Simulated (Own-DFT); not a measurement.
Simulation results for Hf$_{36}$O$_{71}$ (tetragonal hafnia with one neutral oxygen vacancy, atoms displaced)

A calculation, not a measurement: plane-wave PBE and HSE06 DFT by an unreviewed code, no spin, of a simulated cell at Gamma alone, so results move with cell size and shape, stress positive in tension, energies less offsets, not probed for a lower state with spin; hafnium file: forces about 75 meV/angstrom off all-electron values; oxygen file: force components 24 meV/angstrom off all-electron in a glass; k mesh not checked against a denser one; forces and stress are PBE's, HSE06 gives the energy alone, and its difference from PBE has offsets of its own; offsets are fitted by least squares, one for each functional and potential file, so energies compare only between cells with the same atoms and settings and are not formation energies; the far tail of each file's local potential was reset to the Coulomb form; each entry is a single point on an unrelaxed cell, so the pressure reflects the starting lattice, taken from the Materials Project, from which strain is counted, and rises with the displacements; printed positions are rounded, which can move forces by about a meV/angstrom; the program is a retired in-house code; no spin-orbit coupling. Program: Own-DFT development build.

Entry: Hf$_{36}$O$_{71}$ (tetragonal hafnia with one neutral oxygen vacancy, atoms displaced)

```xyz
107
Lattice="10.7800 0.0000 0.0000 0.0000 10.7800 0.0000 0.0000 0.0000 10.4493" Properties=species:S:1:pos:R:3 Hf36O71
Hf     0.0849    10.7763     0.0140
Hf     1.9413     1.9168     2.6098
O     10.6829     1.8760     1.5865
O      1.7427    10.6398     3.7005
O     10.7219     1.7888     4.3538
O      1.7186     0.0152     0.9575
Hf    10.7175    10.7709     5.1820
Hf     1.8950     1.9792     7.9028
O      0.1185     1.7751     6.8534
O      1.6571    10.7152     8.9537
O     10.7129     1.7641     9.4114
O      1.7143    10.7561     6.3130
Hf     0.0119     3.5268     0.0503
Hf     1.8188     5.4089     2.6037
O      0.1602     5.4008     1.5662
O      1.8241     3.5490     3.7033
O     10.6232     5.3303     4.1170
O      1.6529     3.5586     0.9363
Hf     0.0151     3.6278     5.3413
Hf     1.7433     5.3950     7.9289
O      0.0128     5.3769     6.6882
O      1.8078     3.6723     8.8566
O      0.0766     5.3903     9.3698
O      1.9128     3.6485     6.2745
Hf    10.6919     7.2937     0.0103
Hf     1.7426     9.0620     2.6033
O      0.0488     8.9892     1.5495
O      1.7350     7.3204     3.7116
O     10.6830     8.9452     4.3050
O      1.8249     7.2517     1.0540
Hf    10.7610     7.1195     5.2610
Hf     1.6843     9.0124     7.8106
O     10.7329     9.1343     7.0355
O      1.7498     7.1705     8.9814
O     10.7592     9.0411     9.5494
O      1.8530     7.0883     6.2217
Hf     3.6275    10.7720    10.3506
Hf     5.3563     1.7710     2.6928
O      3.5248     1.9033     1.6419
O      5.3119    10.6823     3.5616
O      3.4875     1.6458     4.2358
O      5.3046    10.7391     0.9569
Hf     3.6805     0.0550     5.2611
Hf     5.1469     1.7437     7.7623
O      3.5506     1.8879     6.7789
O      5.4469    10.7509     8.9709
O      3.5830     1.7527     9.4905
O      5.4472    10.6980     6.2224
Hf     3.6507     3.5898    10.3876
Hf     5.2395     5.3802     2.6869
O      3.5952     5.3649     1.6269
O      5.4000     3.5854     3.5730
O      3.5331     5.3230     4.2091
O      5.4886     3.5143     1.0426
Hf     3.5622     3.6161     5.3074
Hf     5.3993     5.4176     7.8886
O      3.6273     5.2643     6.8098
O      5.2116     3.6682     8.8891
O      3.6214     5.4506     9.4396
O      5.3589     3.8737     6.2665
Hf     3.6623     7.1020    10.4457
Hf     5.5494     8.9870     2.5594
O      3.6082     8.9669     1.6853
O      5.3163     7.0876     3.5702
O      3.4184     8.9689     4.1077
O      5.3056     7.1273     0.9148
Hf     3.6967     7.1888     5.3181
Hf     5.4185     8.9137     7.8226
O      3.6938     8.9878     6.8952
O      5.3753     7.0260     8.9212
O      3.5866     9.0522     9.4441
O      5.3951     7.1266     6.3036
Hf     7.1109     0.0851     0.0348
Hf     8.9283     1.7912     2.6311
O      7.1625     1.9187     1.6461
O      9.0303     0.0674     3.6612
O      7.2675     1.8976     4.1438
Hf     7.1994     0.0436     5.2264
Hf     9.1556     1.7546     7.7536
O      7.1989     1.7713     6.7182
O      9.0088    10.7335     8.7114
O      7.1917     1.7147     9.4424
O      8.9859    10.7717     6.1681
Hf     7.0237     3.6479    10.3757
Hf     8.9728     5.5116     2.4930
O      7.1571     5.4640     1.4853
O      8.8713     3.5362     3.6945
O      7.2088     5.3331     4.1731
O      8.8946     3.6050     1.0152
Hf     7.2673     3.5676     5.1702
Hf     8.9501     5.3551     7.8088
O      7.2748     5.4316     6.8703
O      9.0467     3.5879     9.0147
O      7.1033     5.4359     9.4084
O      8.9537     3.6891     6.3930
Hf     7.2355     7.0723    10.4222
Hf     8.9039     8.8755     2.5755
O      7.0712     8.9740     1.5545
O      8.9780     7.3161     3.6546
O      7.1130     9.0296     4.2162
O      8.9695     7.2146     1.1122
Hf     7.1841     7.1867     5.2020
Hf     9.0212     8.9351     7.9434
O      7.2606     8.9011     6.8217
O      8.8401     7.2076     8.8683
O      7.1844     8.9229     9.4761
O      9.0104     7.2024     6.2925
```

| Item | Value |
| --- | --- |
| first functional | PBE |
| second functional | HSE06 |
| exact exchange share | 0.25 |
| screening | 0.11 1/bohr |
| exchange divergence | Gygi-Baldereschi |
| potential files | PseudoDojo norm-conserving, scalar-relativistic, made for PBE, standard set |
| wave cutoff | 48 hartree |
| occupations | fixed |
| k mesh | 1 x 1 x 1 centred on Gamma |
| PBE energy of cell above offsets | -88.113 eV |
| HSE06 less PBE above offsets | 0.525 eV |
| PBE pressure | 5.26 GPa |
| PBE stress xx | -6.35 GPa |
| PBE stress yy | -4.24 GPa |
| PBE stress zz | -5.2 GPa |
| PBE stress yz | -0.26 GPa |
| PBE stress xz | -0.45 GPa |
| PBE stress xy | 0.15 GPa |

Force:
```tsv
element	x (eV/Å)	y (eV/Å)	z (eV/Å)
Hf	-2.43	1.229	0.104
Hf	-5.006	-2.571	1.301
O	1.189	-0.61	0.446
O	-0.545	3.746	-0.232
O	0.266	1.551	-0.478
O	2.974	0.67	1.678
Hf	1.795	-0.506	-0.201
Hf	-3.433	-3.63	-0.241
O	0.348	1.322	0.016
O	1.13	1.591	-1.347
O	0.864	0.683	-0.279
O	2.301	-0.224	-0.218
Hf	-5.117	0.361	-1.164
Hf	-0.573	2.276	1.346
O	-3.048	0.342	-0.178
O	-0.063	1.084	-0.294
O	0.501	0.522	0.687
O	5.207	-0.269	1.829
Hf	-0.735	-0.485	-1.888
Hf	0.086	3.094	-1.186
O	0.204	-0.182	1.202
O	0.801	-1.402	1.073
O	-0.724	0.501	0.371
O	-3.027	-0.69	1.265
Hf	3.773	-1.552	0.263
Hf	2.704	-2.019	0.166
O	-3.059	-0.141	0.395
O	-0.683	-3.033	-0.865
O	-0.46	-0.07	0.026
O	-0.389	-0.912	-0.418
Hf	1.44	0.054	-1.64
Hf	2.818	0.356	1.307
O	0.058	-1.094	-2.048
O	-0.106	0.789	-1.779
O	-0.619	-1.903	-1.496
O	-0.644	0.644	1.127
Hf	-1.515	-3.375	2.073
Hf	1.209	0.24	-1.391
O	3.099	0.351	-1.532
O	0.543	2.326	1.208
O	0.809	2.852	-0.835
O	1.104	1.015	1.55
Hf	-3.411	-5.244	-1.024
Hf	6.485	-0.304	2.461
O	-0.258	-0.621	-0.939
O	-1.103	0.824	-2.442
O	-0.223	1.979	-2.308
O	-0.804	1.053	1.049
Hf	-0.198	1.22	1.693
Hf	2.264	-0.666	-0.971
O	-0.931	-0.946	-1.355
O	-0.703	-0.993	1.106
O	0.442	1.039	-0.027
O	-3.712	0.378	0.028
Hf	1.934	1.348	-1.502
Hf	-0.022	-1.159	-2.469
O	-1.156	1.367	1.059
O	0.395	-2.38	0.084
O	-0.833	-2.684	-0.439
O	1.304	-2.524	-1.008
Hf	-3.239	3.708	0.559
Hf	-6.693	-1.182	1.448
O	0.514	0.515	-0.858
O	0.729	2.039	1.556
O	2.201	0.049	3.621
O	2.867	0.063	1.761
Hf	-2.971	1.051	-2.408
Hf	1.222	0.068	1.898
O	-1.429	-0.398	-0.979
O	-0.151	3.894	-0.473
O	0.479	-1.793	-0.453
O	1.334	0.298	-0.032
Hf	1.121	-1.251	-0.658
Hf	0.846	1.101	-0.481
O	-1.049	-1.99	-0.339
O	-0.923	-1.919	-1.215
O	-2.003	-3.033	0.372
Hf	1.868	0.861	0.063
Hf	-2.311	0.245	2.069
O	-1.156	0.261	0.615
O	-0.256	1.268	1.023
O	-0.505	2.227	-0.215
O	-0.799	0.611	0.665
Hf	4.454	-1.731	0.232
Hf	0.396	-3.027	1.086
O	-0.192	0.159	0.988
O	0.854	1.492	-0.19
O	0.018	1.922	0.147
O	0.374	1.289	0.403
Hf	-0.19	0.716	1.05
Hf	1.717	-0.809	1.277
O	-1.856	0.518	-0.709
O	-0.706	0.325	-2.419
O	0.417	-2.202	-1.104
O	1.01	-1.072	-0.86
Hf	-1.881	2.137	0.321
Hf	1.719	4.128	-0.277
O	4.245	-0.185	-1.271
O	-0.876	-3.072	0.641
O	0.058	-1.077	-0.527
O	0.014	-0.199	-0.018
Hf	0.972	-0.363	0.961
Hf	-2.326	0.882	-0.801
O	-1.142	0.144	-0.207
O	1.217	-1.89	1.446
O	-0.389	0.833	0.18
O	-0.123	-0.225	-0.608
```
